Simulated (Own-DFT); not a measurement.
# Response to strain: wurtzite AlN, 128 atoms (Al64N64)

Calculated results; nothing here was measured. The program, named Own-DFT, is a retired in-house plane-wave density functional code that no person has reviewed. Each row is one single-point run on a periodic cell that was not relaxed, without spin or spin-orbit coupling.

Settings of every run: PBE; PseudoDojo norm-conserving scalar-relativistic files; cutoff 42 hartree; 2 x 2 x 2 k mesh centred on Gamma; Fermi-Dirac smearing of 0.1 eV.

Known limits: forces on such cells passed a denser k mesh, each cell not checked; stress not checked against mesh or cutoff.

Unstrained cell vectors in Å: (12.448, 0.000, 0.000); (-6.224, 10.780, 0.000); (0.000, 0.000, 9.964). The unstrained cell has measured lattice constants (interpolated for alloys), not those of this functional. That, the random moves and any unrelaxed bonds set the pressure at no strain. Each run strains this cell uniformly, with the atoms carried along. Every atom was also moved at random, by a Gaussian of width 0.05 Å on each axis. Strain is the symmetric tensor, in per cent. Stress is positive in tension, and the pressure is minus a third of its trace.

| run | e_xx (%) | e_yy (%) | e_zz (%) | e_yz (%) | e_xz (%) | e_xy (%) | s_xx (GPa) | s_yy (GPa) | s_zz (GPa) | s_yz (GPa) | s_xz (GPa) | s_xy (GPa) | P (GPa) | E (meV/atom) |
|---|---|---|---|---|---|---|---|---|---|---|---|---|---|---|
| 1 | -0.56 | 0.71 | -1.21 | -1.07 | 1.71 | -0.10 | -8.97 | -4.44 | -10.68 | -3.33 | 4.54 | -1.37 | 8.03 | 16.7 |
| 2 | 1.94 | 1.46 | 1.57 | 1.80 | 1.35 | -0.02 | 5.78 | 3.18 | 3.13 | 3.61 | 3.29 | -0.47 | -4.03 | 0.0 |
| 3 | 0.88 | -1.71 | -1.43 | 1.42 | 1.66 | -1.94 | -6.28 | -15.55 | -13.30 | 3.54 | 4.60 | -9.40 | 11.71 | 43.3 |
| 4 | 0.05 | -1.12 | -0.40 | 0.98 | -1.86 | 0.11 | -9.88 | -10.85 | -7.59 | 2.98 | -4.30 | 1.21 | 9.44 | 32.0 |
| 5 | -1.37 | -0.33 | -1.52 | -1.23 | -1.13 | -1.83 | -15.45 | -10.07 | -15.36 | -4.15 | -3.35 | -7.03 | 13.62 | 46.6 |
| 6 | 0.49 | -1.23 | -1.93 | 1.50 | 1.49 | -1.93 | -6.94 | -14.02 | -16.29 | 3.68 | 3.62 | -8.27 | 12.42 | 46.2 |
| 7 | -0.71 | -0.95 | -0.41 | -0.42 | -0.73 | -1.98 | -11.56 | -13.53 | -8.85 | -2.10 | -3.26 | -7.88 | 11.31 | 44.7 |
| 8 | 1.27 | 0.73 | -1.60 | 1.08 | 0.49 | -1.85 | -0.92 | -3.28 | -11.96 | 2.90 | 1.62 | -8.13 | 5.38 | 23.7 |
| 9 | -0.23 | 0.04 | -1.06 | -0.63 | 0.06 | 0.06 | -8.80 | -7.10 | -9.77 | -1.35 | 0.87 | -0.76 | 8.56 | 15.5 |
| 10 | 1.73 | -1.04 | 0.34 | 0.27 | 0.40 | 1.62 | 1.06 | -8.02 | -3.79 | 0.00 | 1.59 | 5.71 | 3.58 | 4.9 |
| 11 | 0.03 | 1.69 | -0.20 | 0.41 | -0.99 | -0.36 | -3.10 | 1.33 | -6.01 | 0.78 | -1.95 | -0.25 | 2.59 | 2.1 |
| 12 | -0.87 | 1.73 | -0.74 | -1.81 | 0.81 | 0.82 | -7.45 | 0.39 | -8.38 | -4.72 | 1.78 | 1.87 | 5.15 | 7.5 |
| 13 | -0.74 | 0.32 | -1.64 | 1.29 | -1.37 | 1.07 | -10.20 | -6.51 | -15.42 | 3.59 | -2.72 | 3.26 | 10.71 | 34.1 |
| 14 | 0.19 | 0.97 | 1.50 | 1.10 | -0.73 | -1.50 | -2.90 | -0.67 | 1.36 | 3.37 | -1.89 | -5.50 | 0.74 | 0.5 |
| 15 | -0.74 | 0.44 | -0.36 | -1.90 | -0.09 | -0.69 | ? | ? | ? | ? | ? | ? | ? | ? |

E is the free energy for each atom above the lowest run shown.

## Worked fit

Each stress component was fitted by least squares to a constant and the strains of the runs shown, as fractions, with shears doubled. Shear strains stay in the fit of a normal stress only where such slopes are resolved. The slopes, in GPa:

```
stress,at no strain,per e_xx,per e_yy,per e_zz,scatter
s_xx,-6.6,481 ± 24,179 ± 20,64 ± 23,0.76
s_yy,-6.4,96 ± 28,472 ± 23,84 ± 27,0.87
s_zz,-6.0,67 ± 28,64 ± 24,472 ± 27,0.90
```

Each shear stress against twice its own strain: yz 142 ± 12, xz 122 ± 8, xy 187 ± 8 GPa. These are stiffnesses along x, y and z of the frame in which the cell vectors are given, which need not be the crystal's axes. The atoms are held to the strained lattice; where symmetry lets them move under strain, relaxing them would lower some slopes. The table should be nearly symmetric about its diagonal, and what it lacks of that shows the noise. A ninth of its sum, 220 ± 6 GPa, estimates the bulk modulus near the mean pressure of these runs, 7.1 GPa, so it lies above the value at zero pressure.

## Withheld run

Question: what normal stresses and pressure should run 15 give?

The fit gives s_xx = -9.6, s_yy = -5.4, s_zz = -7.9 and P = 7.6 GPa. The calculation gave -9.60, -4.91, -7.94 and P = 7.48 GPa.
